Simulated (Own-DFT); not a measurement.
# Same atoms, different arrangement: As32Ga32, 64 atoms

These are calculations, not measurements. They come from Own-DFT, an in-house plane-wave density functional program, since retired, whose code no person has reviewed. Each row is one single-point run on a periodic cell that was not relaxed, without spin or spin-orbit coupling.

Settings of every run: PBE; PseudoDojo norm-conserving scalar-relativistic files; cutoff 42 hartree; 3 x 3 x 3 k mesh centred on Gamma; Fermi-Dirac smearing of 0.1 eV.

Known limits, some of them of some rows only: not probed for a lower state with spin; forces on such cells failed a check on a denser k mesh; forces not confirmed at this smearing and k mesh; stress not checked against mesh or cutoff.

All cells hold the same atoms in the same cell, with vectors in Å (11.307, 0.000, 0.000); (0.000, 11.307, 0.000); (0.000, 0.000, 11.307). Every atom was moved at random from its ideal site; u is the rms move along one axis. The defect's site can differ from row to row. E is the free energy of the cell above the lowest run. The arrangements:

- A: zincblende GaAs
- B: zincblende GaAs, with one As on a Ga site and one Ga on an As site, 2.4 Å apart

| arrangement | u (Å) | E (eV) | P (GPa) |
|---|---|---|---|
| A | 0.0187 | 0.000 | 3.51 |
| A | 0.0189 | 0.004 | 3.51 |
| A | 0.0194 | 0.034 | 3.52 |
| A | 0.0486 | 1.859 | 3.89 |
| A | 0.0487 | 2.150 | 3.91 |
| A | 0.0495 | 2.008 | 3.91 |
| B | 0.0273 | 2.820 | 3.85 |
| B | 0.0289 | 3.088 | 3.94 |
| B | 0.0294 | 3.060 | 3.93 |
| B | 0.0497 | 4.693 | 4.30 |
| B | 0.0513 | 5.101 | 4.29 |
| B | 0.0518 | 4.945 | 4.32 |

Question: once the cost of the random moves is taken out, how do the arrangements rank?

## Worked answer

Fit E = a + b u², with one b for all and one a for each arrangement, and with residuals divided by u², since the noise grows with the moves. Then b = 1025 eV/Å², the scatter at u = 0.04 Å is 0.12 eV, and against A:

- B: 2.52 ± 0.04 eV (higher)

These are energies of unrelaxed cells. Relaxing the atoms lowers the strained arrangements most, so the gaps would shrink and small ones could change sign.
